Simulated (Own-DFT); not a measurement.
Simulation results for Al₃GaN₄ (wurtzite random alloy, strained, atoms displaced)

Computed with Own-DFT development build. A calculation, not a measurement: plane-wave PBE density functional theory by an unreviewed code, no spin, of a simulated periodic cell, stress positive in tension, free energy of the whole cell less one offset for each atom, forces on such cells passed a denser k mesh, this cell's mesh not checked; offsets are fitted by least squares, one for each functional and potential file, so energies compare only between cells with the same atoms and settings and are not formation energies; the far tail of each file's local potential was reset to the Coulomb form; each entry is a single point on an unrelaxed cell, so the pressure reflects the starting lattice, mostly measured values, from which strain is counted, and rises with the displacements; printed positions are rounded, which can move forces by about a meV/angstrom; the program is a retired in-house code; no spin-orbit coupling.

Common to all runs: functional PBE; potential files PseudoDojo norm-conserving, scalar-relativistic, standard set with the stringent files for Ga; wave cutoff 96 hartree; occupations Gaussian; smearing width 0.01 eV; k mesh 4 x 4 x 3 centred on Gamma.

```json
{"entry": 1, "formula": "Al3GaN4", "kind": "wurtzite random alloy, strained, atoms displaced", "structure": {"cell_angstrom": [[9.2998, 0.0, 0.0], [-4.6499, 8.0539, 0.0], [0.0, 0.0, 10.0655]], "atoms_fractional": [["Ga", 0.12253, 0.22873, 0.99596], ["Ga", 0.22645, 0.11327, 0.25267], ["N", 0.10244, 0.21972, 0.18874], ["N", 0.22479, 0.11722, 0.44358], ["Ga", 0.11538, 0.22928, 0.50279], ["Al", 0.22158, 0.11053, 0.7449], ["N", 0.10806, 0.22748, 0.68741], ["N", 0.21833, 0.10587, 0.94046], ["Al", 0.10975, 0.561, 0.00376], ["Al", 0.21892, 0.4415, 0.24662], ["N", 0.11011, 0.5548, 0.19883], ["N", 0.21932, 0.44747, 0.44283], ["Al", 0.09376, 0.5413, 0.49731], ["Al", 0.21888, 0.43275, 0.7461], ["N", 0.10852, 0.55788, 0.6889], ["N", 0.22621, 0.45446, 0.94187], ["Al", 0.10926, 0.88871, 0.99329], ["Ga", 0.22048, 0.78699, 0.24471], ["N", 0.11829, 0.89877, 0.19177], ["N", 0.22963, 0.79173, 0.44132], ["Al", 0.11566, 0.89842, 0.49496], ["Al", 0.22993, 0.77531, 0.74735], ["N", 0.09863, 0.88658, 0.67884], ["N", 0.21663, 0.77305, 0.9422], ["Al", 0.43999, 0.22454, 0.00675], ["Ga", 0.55517, 0.10276, 0.25164], ["N", 0.44726, 0.22868, 0.18001], ["N", 0.54734, 0.11274, 0.43177], ["Al", 0.43564, 0.22143, 0.5011], ["Al", 0.54739, 0.11306, 0.75129], ["N", 0.44335, 0.22081, 0.69318], ["N", 0.55563, 0.10821, 0.94007], ["Al", 0.45079, 0.55111, 0.00805], ["Al", 0.55689, 0.45618, 0.24694], ["N", 0.43963, 0.55002, 0.1854], ["N", 0.55961, 0.44511, 0.43955], ["Al", 0.43846, 0.54805, 0.50377], ["Ga", 0.56101, 0.44488, 0.75816], ["N", 0.45075, 0.56001, 0.69006], ["N", 0.54758, 0.44369, 0.93278], ["Al", 0.44556, 0.89452, 0.00048], ["Ga", 0.55671, 0.78053, 0.24944], ["N", 0.45295, 0.8892, 0.19482], ["N", 0.55998, 0.77625, 0.44384], ["Al", 0.44773, 0.8893, 0.49815], ["Al", 0.56381, 0.78361, 0.75241], ["N", 0.43401, 0.87852, 0.6925], ["N", 0.55767, 0.77904, 0.94566], ["Al", 0.78041, 0.22769, 0.00831], ["Al", 0.87894, 0.10111, 0.25222], ["N", 0.7886, 0.22506, 0.19349], ["N", 0.89531, 0.11833, 0.45388], ["Al", 0.77544, 0.21989, 0.49727], ["Al", 0.89556, 0.11782, 0.75865], ["N", 0.76463, 0.2097, 0.70582], ["N", 0.88756, 0.10364, 0.92862], ["Al", 0.78261, 0.54914, 0.99664], ["Ga", 0.88211, 0.43963, 0.24867], ["N", 0.77942, 0.55389, 0.19314], ["N", 0.88667, 0.43899, 0.43987], ["Al", 0.78572, 0.55777, 0.50807], ["Al", 0.89151, 0.45394, 0.74954], ["N", 0.77312, 0.53685, 0.69007], ["N", 0.88466, 0.43251, 0.93448], ["Al", 0.78763, 0.89509, 0.01384], ["Al", 0.88342, 0.77084, 0.25088], ["N", 0.78832, 0.90238, 0.18441], ["N", 0.89846, 0.78759, 0.43726], ["Al", 0.77522, 0.90017, 0.5042], ["Ga", 0.89517, 0.78951, 0.74366], ["N", 0.78038, 0.88476, 0.68434], ["N", 0.89271, 0.77849, 0.94237]]}, "results": {"free_energy_of_cell_above_offsets [eV]": "-20.496", "pressure [GPa]": 11.44, "stress_xx [GPa]": -12.35, "stress_yy [GPa]": -11.59, "stress_zz [GPa]": -10.37, "stress_yz [GPa]": 0.43, "stress_xz [GPa]": 0.02, "stress_xy [GPa]": 0.14, "force_element": ["Ga", "Ga", "N", "N", "Ga", "Al", "N", "N", "Al", "Al", "N", "N", "Al", "Al", "N", "N", "Al", "Ga", "N", "N", "Al", "Al", "N", "N", "Al", "Ga", "N", "N", "Al", "Al", "N", "N", "Al", "Al", "N", "N", "Al", "Ga", "N", "N", "Al", "Ga", "N", "N", "Al", "Al", "N", "N", "Al", "Al", "N", "N", "Al", "Al", "N", "N", "Al", "Ga", "N", "N", "Al", "Al", "N", "N", "Al", "Al", "N", "N", "Al", "Ga", "N", "N"], "force_x [eV/angstrom]": [-1.937, -0.787, 0.184, 0.016, 0.165, -0.461, 1.179, 1.448, 0.622, -0.234, 0.259, 0.535, 1.946, -0.148, 0.584, 0.334, 0.522, 1.603, -2.294, -0.232, 0.232, -2.885, 4.001, 0.339, 0.895, -0.751, 0.525, 1.127, 1.97, 1.273, -1.126, -0.919, -1.957, 1.091, -0.121, -0.501, 0.851, -1.193, -1.046, 1.832, 0.665, 1.294, -1.875, -0.696, -0.683, -0.496, 2.317, 0.526, 0.531, 1.665, -0.791, -1.837, -1.127, -1.388, 1.045, -0.262, -1.191, 1.035, -1.696, -1.457, -1.138, 1.911, -0.672, 0.07, -0.778, 0.87, 0.363, -1.32, 1.88, -0.707, -2.24, -0.759], "force_y [eV/angstrom]": [-0.382, 1.301, 0.321, -0.257, -0.279, -0.372, -1.757, 0.312, -1.377, -0.204, 0.314, 0.946, 3.125, 3.799, -0.998, 0.062, 0.018, -1.252, -1.447, -1.74, -1.028, -0.793, 1.84, 1.254, -0.804, 2.355, 0.708, -0.021, 1.126, -1.412, -0.587, 1.21, 1.706, -1.985, 0.427, 0.177, 1.072, -0.003, -0.509, -0.428, -1.243, -1.23, -0.443, 0.084, -0.222, -0.629, 2.335, 0.031, -2.264, 2.941, -1.781, -1.152, -0.077, -1.061, 1.662, 0.65, 0.722, 0.848, 0.766, -0.238, 0.211, -2.889, 2.782, 2.048, -0.588, 1.791, -2.913, -1.086, -1.439, -2.823, 1.78, -1.008], "force_z [eV/angstrom]": [0.561, -0.217, 0.901, -0.233, -0.447, 0.582, 1.509, -1.514, 0.034, 0.819, -1.804, -1.324, 0.73, 1.285, -0.325, -0.633, 1.293, 1.754, -2.004, 0.112, 0.076, 0.551, 0.656, -0.563, -3.068, -1.214, 2.583, 3.038, 0.25, 0.738, -1.325, 0.851, -2.573, 1.346, 1.423, -0.177, -0.086, -2.871, -0.028, 4.329, -0.055, 0.741, -2.506, -0.199, 0.557, 0.608, -0.995, 0.103, -1.88, 1.46, -0.927, -2.703, 1.787, -3.12, -2.564, 4.342, 0.013, 1.259, -1.858, 0.515, -1.486, 0.494, -0.701, 1.304, -4.807, 0.259, 2.811, 0.15, -0.437, 1.838, 0.655, 0.327]}}
{"entry": 2, "formula": "Al3GaN4", "kind": "wurtzite random alloy, strained, atoms displaced", "structure": {"cell_angstrom": [[9.2998, 0.0, 0.0], [-4.6499, 8.0539, 0.0], [0.0, 0.0, 10.0655]], "atoms_fractional": [["Ga", 0.10335, 0.22813, 0.99859], ["Ga", 0.2228, 0.11247, 0.25627], ["N", 0.11548, 0.21829, 0.19233], ["N", 0.21764, 0.1148, 0.43424], ["Al", 0.11905, 0.22323, 0.50259], ["Al", 0.21898, 0.11267, 0.75076], ["N", 0.11304, 0.23178, 0.68567], ["N", 0.22726, 0.11551, 0.94881], ["Al", 0.10323, 0.55784, 0.99396], ["Al", 0.22111, 0.44752, 0.24838], ["N", 0.11016, 0.55404, 0.1895], ["N", 0.21464, 0.43696, 0.4384], ["Al", 0.11778, 0.55182, 0.49534], ["Al", 0.2356, 0.4528, 0.74771], ["N", 0.10977, 0.55156, 0.69323], ["N", 0.21678, 0.44136, 0.93208], ["Ga", 0.10616, 0.89352, 0.99924], ["Al", 0.22643, 0.78244, 0.25635], ["N", 0.10573, 0.87532, 0.18553], ["N", 0.22208, 0.77359, 0.44242], ["Al", 0.10311, 0.88637, 0.51247], ["Ga", 0.21992, 0.77267, 0.75024], ["N", 0.10582, 0.88118, 0.68808], ["N", 0.2227, 0.77608, 0.93792], ["Al", 0.44579, 0.21792, 0.00203], ["Al", 0.55552, 0.10652, 0.25338], ["N", 0.4511, 0.2238, 0.19113], ["N", 0.54365, 0.11229, 0.43869], ["Al", 0.4461, 0.22075, 0.50733], ["Al", 0.55257, 0.10618, 0.7449], ["N", 0.44052, 0.21602, 0.68162], ["N", 0.55751, 0.11152, 0.93389], ["Ga", 0.44884, 0.55314, 0.99913], ["Ga", 0.54055, 0.43812, 0.2536], ["N", 0.44015, 0.55633, 0.18063], ["N", 0.56082, 0.44264, 0.44359], ["Ga", 0.45437, 0.5549, 0.49666], ["Al", 0.56419, 0.44766, 0.7498], ["N", 0.44491, 0.56082, 0.70008], ["N", 0.55453, 0.44333, 0.94195], ["Al", 0.44973, 0.89655, 0.99799], ["Al", 0.56545, 0.79066, 0.25387], ["N", 0.43208, 0.88491, 0.18157], ["N", 0.56152, 0.76944, 0.44731], ["Ga", 0.44815, 0.89055, 0.50142], ["Al", 0.55799, 0.77452, 0.74804], ["N", 0.45201, 0.88809, 0.68511], ["N", 0.54181, 0.76603, 0.94375], ["Al", 0.77298, 0.22405, 0.00949], ["Al", 0.89105, 0.10683, 0.26035], ["N", 0.78117, 0.21701, 0.20219], ["N", 0.88668, 0.11058, 0.4441], ["Al", 0.77464, 0.21443, 0.50901], ["Al", 0.89042, 0.11664, 0.74885], ["N", 0.7792, 0.22696, 0.70033], ["N", 0.8969, 0.11295, 0.94742], ["Al", 0.77284, 0.55979, 0.99869], ["Al", 0.88777, 0.44659, 0.24402], ["N", 0.77762, 0.55337, 0.18751], ["N", 0.8958, 0.44747, 0.44574], ["Ga", 0.77855, 0.55548, 0.49477], ["Al", 0.89494, 0.4501, 0.74497], ["N", 0.77234, 0.56456, 0.68684], ["N", 0.8949, 0.44415, 0.94755], ["Al", 0.76849, 0.88685, 0.99165], ["Al", 0.88927, 0.77755, 0.24867], ["N", 0.78425, 0.89671, 0.19022], ["N", 0.89391, 0.78398, 0.44676], ["Al", 0.78498, 0.89563, 0.50571], ["Al", 0.87922, 0.7787, 0.74574], ["N", 0.77688, 0.88668, 0.68813], ["N", 0.8866, 0.77787, 0.94122]]}, "results": {"free_energy_of_cell_above_offsets [eV]": "-22.147", "pressure [GPa]": 10.58, "stress_xx [GPa]": -11.44, "stress_yy [GPa]": -11.87, "stress_zz [GPa]": -8.44, "stress_yz [GPa]": 0.47, "stress_xz [GPa]": -0.02, "stress_xy [GPa]": -0.54, "force_element": ["Ga", "Ga", "N", "N", "Al", "Al", "N", "N", "Al", "Al", "N", "N", "Al", "Al", "N", "N", "Ga", "Al", "N", "N", "Al", "Ga", "N", "N", "Al", "Al", "N", "N", "Al", "Al", "N", "N", "Ga", "Ga", "N", "N", "Ga", "Al", "N", "N", "Al", "Al", "N", "N", "Ga", "Al", "N", "N", "Al", "Al", "N", "N", "Al", "Al", "N", "N", "Al", "Al", "N", "N", "Ga", "Al", "N", "N", "Al", "Al", "N", "N", "Al", "Al", "N", "N"], "force_x [eV/angstrom]": [3.181, 0.915, -2.169, 1.62, -1.564, 0.238, 0.65, -0.081, 2.933, 0.095, -0.166, 1.536, -1.3, -2.361, 0.823, -0.205, 1.359, -1.055, -0.126, -0.83, 1.764, 0.542, -1.142, 0.203, -0.328, -0.476, 0.463, 2.514, -1.567, -0.013, -0.062, 0.067, -2.166, 1.266, -0.246, -0.81, -1.909, -1.735, 2.33, 1.782, -0.99, -0.577, 2.259, -0.148, -0.243, -0.809, -0.052, 0.917, 1.31, 0.601, -0.92, 0.366, -0.625, 0.562, -0.386, -4.437, 1.422, 0.765, -0.817, 0.051, 1.206, -1.126, 1.858, -3.16, 0.804, 0.035, -0.387, -0.79, -0.064, 1.964, -0.828, -1.733], "force_y [eV/angstrom]": [0.641, -1.376, 1.347, -1.002, 0.114, -0.218, -1.195, 0.564, 0.575, -0.754, 0.478, 0.54, 0.511, -1.206, -0.349, 1.617, -0.604, -1.497, 0.892, 0.499, 0.544, 0.562, 1.627, 0.781, 0.656, 0.427, -1.508, 0.187, 0.183, 0.445, 0.694, 0.263, -1.352, 1.234, 1.038, -1.736, -1.354, -1.042, -0.806, -1.337, -1.726, -1.553, 1.226, 2.888, -0.837, 0.87, 0.215, 3.599, -0.186, 1.139, 0.159, 0.081, 1.627, -0.134, -0.651, -2.151, -0.68, -0.318, 0.599, -1.55, 0.668, 0.023, -1.096, -0.699, 0.321, -0.178, -1.228, 0.218, -0.999, -0.076, 1.692, -0.347], "force_z [eV/angstrom]": [1.731, -2.458, 0.326, 3.809, -0.503, 0.615, 0.777, -2.436, 1.45, -0.352, -0.177, -0.449, 1.15, 0.857, -1.629, 0.256, 0.171, -0.868, 1.758, 0.013, -2.816, 0.099, 1.735, 0.535, 0.23, -0.474, -0.791, 0.167, -2.416, 0.705, 2.854, 0.494, -0.41, -0.651, 3.303, -0.359, 1.574, 0.527, -1.588, -1.471, -0.289, -0.863, 1.651, -2.034, -0.734, 0.95, 1.767, -1.837, -0.522, -1.165, -1.134, 0.814, -1.046, 1.066, -1.449, -2.451, 0.557, 1.282, 0.291, -0.895, 0.55, 1.225, 0.937, -1.556, 1.42, 0.325, -0.283, -1.574, -0.886, 1.307, 0.846, -1.561]}}
{"entry": 3, "formula": "Al3GaN4", "kind": "wurtzite random alloy, strained, atoms displaced", "structure": {"cell_angstrom": [[9.2998, 0.0, 0.0], [-4.6499, 8.0539, 0.0], [0.0, 0.0, 10.0655]], "atoms_fractional": [["Al", 0.11165, 0.22076, 0.00282], ["Ga", 0.21907, 0.10575, 0.23995], ["N", 0.10735, 0.2256, 0.17962], ["N", 0.21624, 0.1027, 0.44125], ["Ga", 0.10907, 0.21956, 0.50086], ["Al", 0.22958, 0.11376, 0.75564], ["N", 0.10383, 0.22244, 0.6924], ["N", 0.2215, 0.10052, 0.93173], ["Ga", 0.10982, 0.56894, 0.00215], ["Al", 0.22617, 0.45671, 0.25237], ["N", 0.10432, 0.5522, 0.18977], ["N", 0.21391, 0.43637, 0.44445], ["Ga", 0.11799, 0.55922, 0.49961], ["Al", 0.22978, 0.4488, 0.74954], ["N", 0.11582, 0.55192, 0.68408], ["N", 0.21934, 0.43331, 0.93972], ["Ga", 0.11042, 0.89229, 0.99576], ["Al", 0.22512, 0.77659, 0.24577], ["N", 0.11826, 0.89005, 0.19309], ["N", 0.2227, 0.7685, 0.44019], ["Ga", 0.10952, 0.8824, 0.49858], ["Ga", 0.22189, 0.78387, 0.75156], ["N", 0.12185, 0.89596, 0.68663], ["N", 0.22286, 0.76784, 0.9391], ["Al", 0.45433, 0.22202, 0.99703], ["Al", 0.55299, 0.10333, 0.25147], ["N", 0.4469, 0.22934, 0.18782], ["N", 0.55428, 0.1026, 0.43106], ["Al", 0.45591, 0.23035, 0.50119], ["Al", 0.55211, 0.11062, 0.75109], ["N", 0.44649, 0.21405, 0.68836], ["N", 0.55014, 0.10606, 0.93482], ["Al", 0.4371, 0.55427, 0.00237], ["Al", 0.55114, 0.43005, 0.25436], ["N", 0.45129, 0.56353, 0.18594], ["N", 0.55944, 0.44396, 0.44574], ["Al", 0.44979, 0.55829, 0.5029], ["Al", 0.55574, 0.44524, 0.73992], ["N", 0.45306, 0.56344, 0.6943], ["N", 0.55707, 0.44576, 0.94757], ["Ga", 0.44884, 0.89301, 0.00286], ["Al", 0.55656, 0.78428, 0.24847], ["N", 0.44893, 0.8982, 0.18193], ["N", 0.5592, 0.78933, 0.44214], ["Al", 0.4444, 0.89039, 0.50146], ["Al", 0.55408, 0.77813, 0.74263], ["N", 0.45451, 0.89902, 0.6973], ["N", 0.55032, 0.75417, 0.9345], ["Al", 0.76583, 0.21957, 0.99691], ["Al", 0.88613, 0.10926, 0.24419], ["N", 0.7814, 0.21544, 0.18691], ["N", 0.8778, 0.11214, 0.43981], ["Al", 0.78094, 0.22791, 0.50941], ["Al", 0.89412, 0.10802, 0.75469], ["N", 0.78084, 0.21998, 0.68143], ["N", 0.88737, 0.10888, 0.93974], ["Al", 0.77987, 0.55549, 0.99699], ["Ga", 0.89626, 0.44621, 0.24429], ["N", 0.77773, 0.55489, 0.20398], ["N", 0.88362, 0.45522, 0.43498], ["Al", 0.7811, 0.55106, 0.50127], ["Al", 0.88123, 0.43868, 0.74714], ["N", 0.7754, 0.54802, 0.68594], ["N", 0.88824, 0.43465, 0.95143], ["Al", 0.79053, 0.89963, 0.99861], ["Al", 0.88573, 0.77941, 0.2507], ["N", 0.76556, 0.88459, 0.18141], ["N", 0.89252, 0.77914, 0.43399], ["Al", 0.77404, 0.87173, 0.50151], ["Al", 0.88989, 0.77463, 0.7442], ["N", 0.77358, 0.88027, 0.68394], ["N", 0.89066, 0.77864, 0.94648]]}, "results": {"free_energy_of_cell_above_offsets [eV]": "-20.493", "pressure [GPa]": 11.32, "stress_xx [GPa]": -9.47, "stress_yy [GPa]": -14.71, "stress_zz [GPa]": -9.77, "stress_yz [GPa]": 1.49, "stress_xz [GPa]": 0.27, "stress_xy [GPa]": 0.42, "force_element": ["Al", "Ga", "N", "N", "Ga", "Al", "N", "N", "Ga", "Al", "N", "N", "Ga", "Al", "N", "N", "Ga", "Al", "N", "N", "Ga", "Ga", "N", "N", "Al", "Al", "N", "N", "Al", "Al", "N", "N", "Al", "Al", "N", "N", "Al", "Al", "N", "N", "Ga", "Al", "N", "N", "Al", "Al", "N", "N", "Al", "Al", "N", "N", "Al", "Al", "N", "N", "Al", "Ga", "N", "N", "Al", "Al", "N", "N", "Al", "Al", "N", "N", "Al", "Al", "N", "N"], "force_x [eV/angstrom]": [-0.089, -0.496, 0.249, 1.576, -0.743, -1.282, 2.409, 0.178, 1.669, 0.893, 3.163, 2.439, -1.517, -0.709, -1.243, -0.194, 1.359, -0.168, -1.006, 0.78, 0.574, 1.648, -2.365, -0.597, -2.008, 0.305, 1.297, -0.694, -0.86, 1.746, -1.084, 0.521, 0.931, -0.224, -0.73, -0.859, -0.987, 0.036, -0.441, 0.271, 1.187, -0.077, -0.387, 0.231, -0.162, 0.524, -0.34, -0.003, 2.09, 0.589, -2.276, 1.156, -0.121, -1.288, -0.752, -0.339, -0.674, -2.488, -1.059, 2.592, -1.394, 2.122, 0.114, -1.948, -1.815, 0.193, 2.044, -1.183, -0.591, 0.004, 0.87, -0.567], "force_y [eV/angstrom]": [0.001, 2.055, 0.165, 1.888, -1.629, 0.194, 0.296, 3.066, -4.444, -1.616, 2.472, 1.932, -1.966, -0.804, 0.132, 1.137, -1.52, 0.123, -2.313, 2.714, 0.515, -1.439, -0.285, 3.826, 0.71, 2.357, -2.394, 1.517, -2.843, 0.456, 1.862, 1.357, -1.626, 3.474, -0.9, 0.616, -0.071, -0.558, -1.683, -0.663, -2.236, -0.754, -1.88, -2.28, 0.293, 0.612, -1.235, 4.249, -0.82, -0.277, 0.044, -1.167, -0.309, -0.407, -0.151, 0.844, -0.242, -1.949, 0.41, -2.449, 1.693, 0.026, 1.08, 1.131, -2.819, -0.308, 0.95, -1.301, 3.037, 0.422, 0.614, -0.931], "force_z [eV/angstrom]": [-1.826, 1.92, 2.139, -0.628, 0.064, -2.388, 0.791, 1.661, 0.348, -0.419, 0.142, -1.827, 0.161, 0.715, 2.323, -0.536, 1.356, 0.874, -0.864, -1.744, -0.278, -0.357, 0.965, -0.6, 0.536, -0.576, -0.923, 1.98, -0.673, -0.448, -0.087, -0.202, -0.065, -0.131, 2.008, -0.31, -0.581, 2.106, -1.822, -1.84, -2.243, 0.223, 2.573, -0.631, 0.61, 2.066, -1.822, -0.616, 1.18, 1.391, -0.838, -0.695, -4.055, -1.025, 3.887, -0.412, 1.728, 1.393, -2.357, 0.973, -0.832, 0.667, 0.627, -2.637, -0.213, -0.88, 1.046, 0.872, -0.84, 0.832, 1.163, -2.097]}}
```
